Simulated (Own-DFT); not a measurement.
GaN (wurtzite, strained, atoms displaced) (calculated)

All values are calculated (Own-DFT development build). A calculation, not a measurement: plane-wave PBE density functional theory by an unreviewed code, no spin, of a simulated periodic cell, stress positive in tension, free energy of the whole cell less one offset for each atom, forces on such cells passed a denser k mesh, this cell's mesh not checked; offsets are fitted by least squares, one for each functional and potential file, so energies compare only between cells with the same atoms and settings and are not formation energies; the far tail of each file's local potential was reset to the Coulomb form; each entry is a single point on an unrelaxed cell, so the pressure reflects the starting lattice, mostly measured values (interpolated for alloys), from which strain is counted, and rises with the displacements; printed positions are rounded, which can move forces by about a meV/angstrom; the program, named Own-DFT, is a retired in-house code; no spin-orbit coupling.

### GaN (wurtzite, strained, atoms displaced)

```
cell vectors (Å)
  12.7560     0.0000     0.1913
  -4.7835     8.2853    -0.0718
   0.1556     0.0000    10.3700
atoms (fractions of the cell vectors)
Ga  0.08078  0.22606  0.99849
Ga  0.15315  0.10549  0.25045
N   0.08557  0.22728  0.18598
N   0.16771  0.12220  0.44637
Ga  0.07800  0.21199  0.50525
Ga  0.16875  0.10975  0.74772
N   0.08630  0.22458  0.68451
N   0.16118  0.11335  0.94364
Ga  0.08233  0.56046  0.00497
Ga  0.16450  0.44685  0.25311
N   0.07845  0.56004  0.18490
N   0.16075  0.44893  0.42711
Ga  0.08863  0.55226  0.50466
Ga  0.16265  0.43775  0.74530
N   0.08758  0.55181  0.68149
N   0.17578  0.45133  0.93746
Ga  0.08287  0.88633  0.00277
Ga  0.16396  0.77240  0.24117
N   0.08233  0.88446  0.18584
N   0.16031  0.77497  0.43904
Ga  0.08316  0.89292  0.49313
Ga  0.16072  0.77453  0.75229
N   0.08094  0.88966  0.68864
N   0.17126  0.78467  0.94267
Ga  0.33894  0.22573  0.99543
Ga  0.41981  0.12177  0.25725
N   0.33627  0.22833  0.18372
N   0.41611  0.11228  0.43740
Ga  0.33685  0.22539  0.49578
Ga  0.41637  0.10182  0.75181
N   0.33374  0.21568  0.69584
N   0.41855  0.11517  0.93666
Ga  0.33721  0.56297  0.00507
Ga  0.41306  0.44892  0.25214
N   0.34222  0.56856  0.17962
N   0.42265  0.44725  0.43150
Ga  0.33071  0.56296  0.49694
Ga  0.41764  0.44428  0.74302
N   0.32856  0.55918  0.68762
N   0.41330  0.43639  0.94752
Ga  0.32846  0.89044  0.00008
Ga  0.41212  0.77289  0.24907
N   0.33606  0.89543  0.17636
N   0.41912  0.78398  0.44059
Ga  0.33624  0.89668  0.50164
Ga  0.42603  0.79234  0.75736
N   0.33053  0.89195  0.69395
N   0.41811  0.77116  0.93056
Ga  0.58290  0.23056  0.99469
Ga  0.66679  0.11990  0.24696
N   0.58621  0.23210  0.18194
N   0.66327  0.10858  0.44485
Ga  0.58025  0.21492  0.49794
Ga  0.66570  0.11402  0.74275
N   0.58104  0.21892  0.68872
N   0.66433  0.11962  0.94027
Ga  0.58006  0.55436  0.99422
Ga  0.65696  0.44010  0.24851
N   0.57199  0.54297  0.19185
N   0.67089  0.44298  0.43744
Ga  0.58678  0.56151  0.49149
Ga  0.66763  0.43953  0.74820
N   0.58464  0.56349  0.69030
N   0.66475  0.43412  0.93933
Ga  0.58908  0.90044  0.99807
Ga  0.67127  0.78402  0.24650
N   0.57588  0.88504  0.18807
N   0.66683  0.77870  0.44405
Ga  0.58472  0.89099  0.49896
Ga  0.66711  0.77378  0.74343
N   0.58071  0.89423  0.69512
N   0.66406  0.77850  0.94052
Ga  0.83942  0.23548  0.00242
Ga  0.92200  0.11285  0.25546
N   0.83592  0.21561  0.18783
N   0.91709  0.10455  0.43539
Ga  0.83895  0.22700  0.49595
Ga  0.91527  0.11125  0.75410
N   0.82868  0.21809  0.68378
N   0.92183  0.11860  0.93529
Ga  0.83124  0.55123  0.00014
Ga  0.91551  0.43955  0.25489
N   0.82827  0.55666  0.19073
N   0.90420  0.42484  0.43852
Ga  0.84172  0.55181  0.49837
Ga  0.91524  0.44505  0.74528
N   0.81976  0.54738  0.70228
N   0.91743  0.44403  0.93847
Ga  0.82200  0.88151  0.99292
Ga  0.92557  0.78858  0.25055
N   0.83677  0.90017  0.18676
N   0.91619  0.77730  0.44067
Ga  0.84047  0.89204  0.49773
Ga  0.90993  0.77541  0.74493
N   0.83324  0.88832  0.69128
N   0.91926  0.78328  0.93767
```

It was run with functional PBE, potential files PseudoDojo norm-conserving, scalar-relativistic, standard set with the stringent files for Ga, wave cutoff 96 hartree, occupations Gaussian, smearing width 0.01 eV and k mesh 3 x 4 x 3 centred on Gamma.

Results for GaN (wurtzite, strained, atoms displaced): free energy of cell above offsets -3.446 eV; pressure 7.47 GPa; stress xx -6.57 GPa; stress yy -8.43 GPa; stress zz -7.42 GPa; stress yz 0.28 GPa; stress xz 3.42 GPa; stress xy -0.27 GPa.

Force:
| element | x (eV/Å) | y (eV/Å) | z (eV/Å) |
| --- | --- | --- | --- |
| Ga | 0.822 | 0.567 | -0.086 |
| Ga | 2.511 | 1.202 | -0.33 |
| N | -0.447 | 0.188 | 0.458 |
| N | 1.193 | -1.362 | -1.708 |
| Ga | -0.797 | 1.75 | -0.639 |
| Ga | -0.708 | 0.006 | 1.259 |
| N | -0.551 | -1.048 | 0.771 |
| N | 1.445 | -0.512 | -0.798 |
| Ga | 0.964 | -0.562 | -1.783 |
| Ga | 0.482 | 0.373 | -2.725 |
| N | 0.823 | -1.322 | 1.017 |
| N | 1.943 | -1.205 | 2.088 |
| Ga | -1.963 | 1.12 | -1.357 |
| Ga | 0.916 | 1.011 | 1.518 |
| N | -1.674 | 0.321 | 1.755 |
| N | -1.702 | -0.331 | 0.055 |
| Ga | -0.997 | 1.2 | -1.201 |
| Ga | 0.767 | 1.616 | 1.392 |
| N | 0.454 | 0.969 | 0.74 |
| N | 1.08 | 0.119 | -0.685 |
| Ga | 0.399 | -0.017 | 1.312 |
| Ga | 0.436 | 0.367 | -0.21 |
| N | 0.02 | -0.771 | -0.585 |
| N | -1.152 | -1.324 | -0.992 |
| Ga | -1.564 | -1.434 | 0.875 |
| Ga | -0.426 | -0.628 | -2.601 |
| N | -0.835 | -0.966 | 1.371 |
| N | 0.215 | -0.086 | 0.515 |
| Ga | -0.676 | 0.539 | 1.19 |
| Ga | -0.621 | 1.506 | 0.349 |
| N | 0.252 | 0.876 | -1.592 |
| N | 0.322 | -0.957 | 0.017 |
| Ga | 0.234 | -0.878 | -2.36 |
| Ga | -0.393 | -0.921 | -1.302 |
| N | -1.398 | -1.879 | 2.62 |
| N | -1.32 | -0.001 | 1.704 |
| Ga | 0.711 | -0.693 | 0.689 |
| Ga | -1.035 | 0.061 | 1.124 |
| N | 1.176 | 0.08 | -0.58 |
| N | -0.033 | 2.223 | -2.129 |
| Ga | 2.149 | 0.697 | -1.249 |
| Ga | -0.38 | 1.912 | 0.208 |
| N | -0.201 | -0.355 | 2.965 |
| N | -0.451 | -0.232 | -0.61 |
| Ga | -0.71 | -1.228 | 0.422 |
| Ga | -2.073 | -2.099 | -1.636 |
| N | 0.347 | -1.337 | -1.017 |
| N | -0.355 | 1.575 | 2.491 |
| Ga | -0.238 | -2.338 | 1.072 |
| Ga | 0.034 | -1.097 | 0.192 |
| N | 0.064 | -1.616 | 0.791 |
| N | 1.157 | 0.335 | -1.444 |
| Ga | -0.136 | 1.535 | 0.68 |
| Ga | 0.029 | 0.003 | 1.411 |
| N | -0.247 | 0.306 | -0.643 |
| N | 1.637 | -0.119 | -0.678 |
| Ga | 0.183 | -0.541 | 1.018 |
| Ga | 0.964 | 1.35 | 0.482 |
| N | 1.319 | 2.496 | -1.029 |
| N | -0.395 | -0.014 | 0.462 |
| Ga | 0.59 | -1.017 | 0.979 |
| Ga | -3.689 | -1.437 | 0.989 |
| N | 0.605 | -1.892 | -0.974 |
| N | -0.48 | 3.261 | -0.995 |
| Ga | -1.218 | -0.625 | 0.262 |
| Ga | -0.978 | -0.898 | 0.306 |
| N | 1.329 | 1.18 | 0.101 |
| N | 0.747 | 1.03 | -1.005 |
| Ga | -0.163 | -0.307 | 0.716 |
| Ga | -1.195 | 1.442 | 0.991 |
| N | 2.195 | -0.088 | -1.638 |
| N | -0.271 | -0.546 | -1.032 |
| Ga | -0.354 | -2.121 | -0.341 |
| Ga | -0.768 | 0.172 | -1.6 |
| N | -0.484 | 0.885 | 0.59 |
| N | -0.137 | 0.977 | 0.973 |
| Ga | -0.739 | -3.775 | 1.291 |
| Ga | 0.01 | 0.267 | -0.775 |
| N | 1.255 | 0.766 | 0.194 |
| N | -1.345 | -0.816 | 0.609 |
| Ga | -0.43 | 0.943 | 0.269 |
| Ga | -1.292 | 0.213 | -1.191 |
| N | 0.946 | 0.168 | 0.123 |
| N | 1.8 | 3.623 | -0.629 |
| Ga | -2.55 | 0.249 | 0.591 |
| Ga | 0.146 | -0.42 | 0.612 |
| N | 4.333 | 2.169 | -2.777 |
| N | 0.329 | 1.307 | -0.806 |
| Ga | 2.176 | 1.564 | 0.93 |
| Ga | -2.208 | -2.054 | -0.425 |
| N | 0.701 | -1.095 | -0.16 |
| N | 0.906 | -0.404 | -0.38 |
| Ga | -1.769 | -0.961 | 0.909 |
| Ga | 1.121 | 0.133 | 1.258 |
| N | -0.238 | 0.73 | -0.923 |
| N | -0.45 | -1.057 | -0.084 |
